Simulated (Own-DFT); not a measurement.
## Calculated data, GaN (wurtzite, atoms displaced)

All values are calculated (Own-DFT development build). A calculation, not a measurement: plane-wave PBE density functional theory by an unreviewed code, no spin, of a simulated periodic cell, stress positive in tension, free energy of the whole cell less one offset for each atom, forces on such cells passed a denser k mesh, this cell's mesh not checked; offsets are fitted by least squares, one for each functional and potential file, so energies compare only between cells with the same atoms and settings and are not formation energies; the far tail of each file's local potential was reset to the Coulomb form; each entry is a single point on an unrelaxed cell, so the pressure reflects the starting lattice, mostly measured values (interpolated for alloys), from which strain is counted, and rises with the displacements; printed positions are rounded, which can move forces by about a meV/angstrom; the program, named Own-DFT, is a retired in-house code; no spin-orbit coupling.

```cif
# cell vector a (Å): 12.7560 0.0000 0.0000
# cell vector b (Å): -4.7835 8.2853 0.0000
# cell vector c (Å): 0.0000 0.0000 10.3700
data_GaN
_symmetry_space_group_name_H-M 'P 1'
_symmetry_Int_Tables_number 1
_cell_length_a 12.7560
_cell_length_b 9.5670
_cell_length_c 10.3700
_cell_angle_alpha 90.000
_cell_angle_beta 90.000
_cell_angle_gamma 120.000
_cell_volume 1095.98
loop_
_atom_site_label
_atom_site_type_symbol
_atom_site_fract_x
_atom_site_fract_y
_atom_site_fract_z
_atom_site_occupancy
Ga1 Ga 0.08251 0.22500 0.00851 1
Ga2 Ga 0.16912 0.12259 0.25883 1
N1 N 0.07490 0.21305 0.18737 1
N2 N 0.16273 0.10485 0.43936 1
Ga3 Ga 0.08557 0.22706 0.49579 1
Ga4 Ga 0.16776 0.11149 0.74996 1
N3 N 0.08779 0.23443 0.69099 1
N4 N 0.15642 0.09743 0.93169 1
Ga5 Ga 0.08383 0.55148 0.00026 1
Ga6 Ga 0.15835 0.42530 0.25045 1
N5 N 0.07698 0.55830 0.18882 1
N6 N 0.16953 0.44970 0.43923 1
Ga7 Ga 0.07955 0.54789 0.50181 1
Ga8 Ga 0.16980 0.44317 0.74581 1
N7 N 0.07922 0.55333 0.68859 1
N8 N 0.16951 0.44313 0.93678 1
Ga9 Ga 0.08105 0.88805 0.99807 1
Ga10 Ga 0.16640 0.77639 0.24891 1
N9 N 0.08963 0.89515 0.18906 1
N10 N 0.16649 0.77607 0.44506 1
Ga11 Ga 0.09027 0.89582 0.50021 1
Ga12 Ga 0.16672 0.77248 0.75261 1
N11 N 0.08942 0.87643 0.69138 1
N12 N 0.16725 0.78248 0.93125 1
Ga13 Ga 0.32497 0.21631 0.00282 1
Ga14 Ga 0.41767 0.10400 0.25370 1
N13 N 0.33604 0.22433 0.18586 1
N14 N 0.41708 0.10077 0.43864 1
Ga15 Ga 0.32935 0.22414 0.49613 1
Ga16 Ga 0.42395 0.10950 0.75701 1
N15 N 0.33074 0.21650 0.68787 1
N16 N 0.41782 0.10802 0.94002 1
Ga17 Ga 0.33199 0.55679 0.99457 1
Ga18 Ga 0.41958 0.45022 0.24716 1
N17 N 0.32786 0.55828 0.19275 1
N18 N 0.42075 0.44122 0.44677 1
Ga19 Ga 0.34077 0.55968 0.49542 1
Ga20 Ga 0.42037 0.44578 0.75686 1
N19 N 0.33407 0.55968 0.68504 1
N20 N 0.42320 0.44364 0.94300 1
Ga21 Ga 0.33901 0.89729 0.00241 1
Ga22 Ga 0.41221 0.76299 0.24844 1
N21 N 0.33352 0.89248 0.18617 1
N22 N 0.41452 0.77978 0.43186 1
Ga23 Ga 0.33719 0.88930 0.50121 1
Ga24 Ga 0.41323 0.77444 0.74938 1
N23 N 0.34034 0.88885 0.68529 1
N24 N 0.42628 0.78837 0.94258 1
Ga25 Ga 0.58214 0.23082 0.00130 1
Ga26 Ga 0.66256 0.11733 0.25055 1
N25 N 0.58293 0.22749 0.18779 1
N26 N 0.67164 0.11968 0.43912 1
Ga27 Ga 0.58620 0.22424 0.49946 1
Ga28 Ga 0.66944 0.10644 0.76444 1
N27 N 0.57923 0.22295 0.68321 1
N28 N 0.65402 0.08948 0.93340 1
Ga29 Ga 0.58182 0.54882 0.99531 1
Ga30 Ga 0.66688 0.44412 0.25581 1
N29 N 0.58237 0.56280 0.19202 1
N30 N 0.67298 0.45108 0.43867 1
Ga31 Ga 0.57772 0.55467 0.50572 1
Ga32 Ga 0.67087 0.45380 0.74641 1
N31 N 0.58287 0.55011 0.69010 1
N32 N 0.66144 0.43924 0.94068 1
Ga33 Ga 0.57659 0.88273 0.98435 1
Ga34 Ga 0.66621 0.78438 0.24963 1
N33 N 0.58083 0.89089 0.18657 1
N34 N 0.66597 0.77050 0.43276 1
Ga35 Ga 0.58040 0.88434 0.49653 1
Ga36 Ga 0.65519 0.76170 0.75032 1
N35 N 0.58161 0.87857 0.68534 1
N36 N 0.66315 0.77385 0.94423 1
Ga37 Ga 0.83387 0.22431 0.00224 1
Ga38 Ga 0.91594 0.10389 0.24388 1
N37 N 0.83277 0.22216 0.18219 1
N38 N 0.91577 0.10814 0.43213 1
Ga39 Ga 0.84124 0.22215 0.49766 1
Ga40 Ga 0.91422 0.10509 0.74035 1
N39 N 0.83329 0.22836 0.69511 1
N40 N 0.91745 0.11326 0.93837 1
Ga41 Ga 0.83535 0.56085 0.00000 1
Ga42 Ga 0.91938 0.43459 0.23991 1
N41 N 0.82962 0.55846 0.19256 1
N42 N 0.91386 0.44239 0.44334 1
Ga43 Ga 0.84014 0.57131 0.50246 1
Ga44 Ga 0.91353 0.44881 0.74027 1
N43 N 0.83931 0.56080 0.68444 1
N44 N 0.93005 0.45580 0.94642 1
Ga45 Ga 0.83299 0.88075 0.00134 1
Ga46 Ga 0.91822 0.77956 0.24612 1
N45 N 0.83765 0.88480 0.18827 1
N46 N 0.91285 0.77131 0.43293 1
Ga47 Ga 0.82845 0.88541 0.49287 1
Ga48 Ga 0.91016 0.77397 0.74735 1
N47 N 0.82273 0.87876 0.69689 1
N48 N 0.91823 0.78091 0.93661 1
_calc_functional 'PBE'
_calc_potential_files 'PseudoDojo norm-conserving, scalar-relativistic, standard set with the stringent files for Ga'
_calc_wave_cutoff 96  # hartree
_calc_occupations 'Gaussian'
_calc_smearing_width 0.01  # eV
_calc_k_mesh '3 x 4 x 3 centred on Gamma'
_calc_stress_xx ?
```

Q: GaN (wurtzite, atoms displaced): stress xx?
A: -6.19 GPa

Further results for GaN (wurtzite, atoms displaced):

```
free energy of cell above offsets : -3.717 eV
pressure                          : 7.29 GPa
stress yy                         : -8.53 GPa
stress zz                         : -7.17 GPa
stress yz                         : 0.27 GPa
stress xz                         : -0.32 GPa
stress xy                         : -0.98 GPa
```

Force:
| element | x (eV/Å) | y (eV/Å) | z (eV/Å) |
| --- | --- | --- | --- |
| Ga | 0.127 | -0.938 | -2.773 |
| Ga | 1.092 | -1.643 | -1.85 |
| N | 1.323 | 0.661 | 0.746 |
| N | -0.231 | 1.877 | 0.093 |
| Ga | -0.243 | -0.276 | 1.117 |
| Ga | -0.119 | -0.762 | -0.678 |
| N | -0.033 | -2.919 | -1.524 |
| N | 0.236 | 2.334 | 1.39 |
| Ga | 1.463 | 2.058 | 0.164 |
| Ga | -0.588 | 2.861 | 0.26 |
| N | 2.482 | -0.386 | -0.323 |
| N | 0.559 | -0.876 | -0.547 |
| Ga | -0.339 | 1.231 | -0.144 |
| Ga | -1.077 | 1.405 | 0.592 |
| N | 1.168 | -0.267 | 0.107 |
| N | -0.104 | -0.017 | 0.213 |
| Ga | 0.841 | -0.594 | 0.557 |
| Ga | 0.075 | 0.471 | 0.853 |
| N | -0.762 | 0.193 | -0.045 |
| N | 0.349 | -0.09 | -1.07 |
| Ga | -0.427 | -2.435 | 0.806 |
| Ga | 1.348 | -0.105 | -0.885 |
| N | -3.195 | 1.955 | -1.049 |
| N | 1.011 | -0.566 | 2.132 |
| Ga | 0.471 | -0.297 | -0.958 |
| Ga | -0.524 | 0.66 | -0.26 |
| N | -0.646 | 0.099 | 1.265 |
| N | -0.853 | 1.877 | -0.19 |
| Ga | 1.616 | -1.186 | 1.259 |
| Ga | -1.347 | -0.198 | -1.301 |
| N | 0.509 | 0.796 | 0.194 |
| N | -0.774 | 1.312 | 0.223 |
| Ga | 0.831 | 0.499 | 0.866 |
| Ga | -0.008 | -0.416 | 0.242 |
| N | 0.284 | -2.914 | -1.362 |
| N | -1.545 | 0.126 | -1.786 |
| Ga | -0.905 | -0.041 | 0.459 |
| Ga | -0.963 | -1.216 | -0.992 |
| N | 0.879 | -0.798 | 0.37 |
| N | -2.344 | -0.779 | -0.51 |
| Ga | -0.719 | -1.43 | -0.238 |
| Ga | -0.317 | 3.358 | -0.186 |
| N | 0.398 | -1.157 | 0.386 |
| N | 1.056 | -0.684 | 0.627 |
| Ga | -0.947 | -0.715 | 0.123 |
| Ga | 0.67 | 0.594 | 0.185 |
| N | -1.032 | 0.071 | 0.865 |
| N | -4.246 | -3.362 | -1.719 |
| Ga | 0.713 | -2.016 | 0.191 |
| Ga | 0.957 | -0.985 | -0.093 |
| N | -0.151 | -0.109 | -0.022 |
| N | 0.415 | -1.212 | -0.166 |
| Ga | -0.182 | 0.371 | 0.034 |
| Ga | -0.676 | 0.287 | -4.454 |
| N | 1.62 | 0.641 | 1.295 |
| N | 0.252 | 4.071 | 2.709 |
| Ga | 0.291 | 1.555 | 2.139 |
| Ga | -0.631 | 0.94 | -0.411 |
| N | 0.784 | -0.609 | -0.74 |
| N | -0.946 | -0.376 | 1.112 |
| Ga | 2.348 | 0.063 | -0.905 |
| Ga | 0.831 | -2.015 | 0.254 |
| N | -0.589 | -0.043 | -0.172 |
| N | 1.626 | 1.352 | -1.366 |
| Ga | 3.559 | 0.216 | 3.703 |
| Ga | 0.138 | -0.236 | -1.036 |
| N | 0.06 | 0.175 | -0.133 |
| N | -1.013 | 0.521 | 1.05 |
| Ga | 0.323 | 1.006 | -0.058 |
| Ga | 0.309 | 1.726 | 0.918 |
| N | -0.419 | 0.703 | 0.232 |
| N | 0.76 | -0.458 | -1.027 |
| Ga | -0.022 | -0.412 | -1.767 |
| Ga | -1.777 | -0.391 | 0.309 |
| N | -0.004 | -1.259 | 1.159 |
| N | 0.77 | 0.005 | 0.448 |
| Ga | -1.938 | 0.283 | 0.71 |
| Ga | -0.082 | 0.928 | 1.676 |
| N | 0.399 | -1.29 | -0.968 |
| N | -0.021 | -0.501 | -0.034 |
| Ga | 0.346 | -0.615 | 0.663 |
| Ga | -2.454 | 1.237 | 1.891 |
| N | 1.124 | -0.671 | -1.005 |
| N | 0.493 | 0.155 | -1.066 |
| Ga | 0.127 | -2.628 | -1.038 |
| Ga | 1.67 | -0.417 | 1.889 |
| N | -1.785 | -0.172 | 0.732 |
| N | -3.485 | -1.895 | -1.775 |
| Ga | -1.042 | 1.248 | -0.491 |
| Ga | 1.197 | -0.538 | 0.49 |
| N | -1.516 | 0.448 | -0.215 |
| N | 0.42 | 2.874 | 0.435 |
| Ga | 0.758 | -0.284 | 0.86 |
| Ga | 1.602 | 1.222 | 0.41 |
| N | 0.609 | 0.645 | -1.814 |
| N | -0.27 | -0.91 | -0.26 |
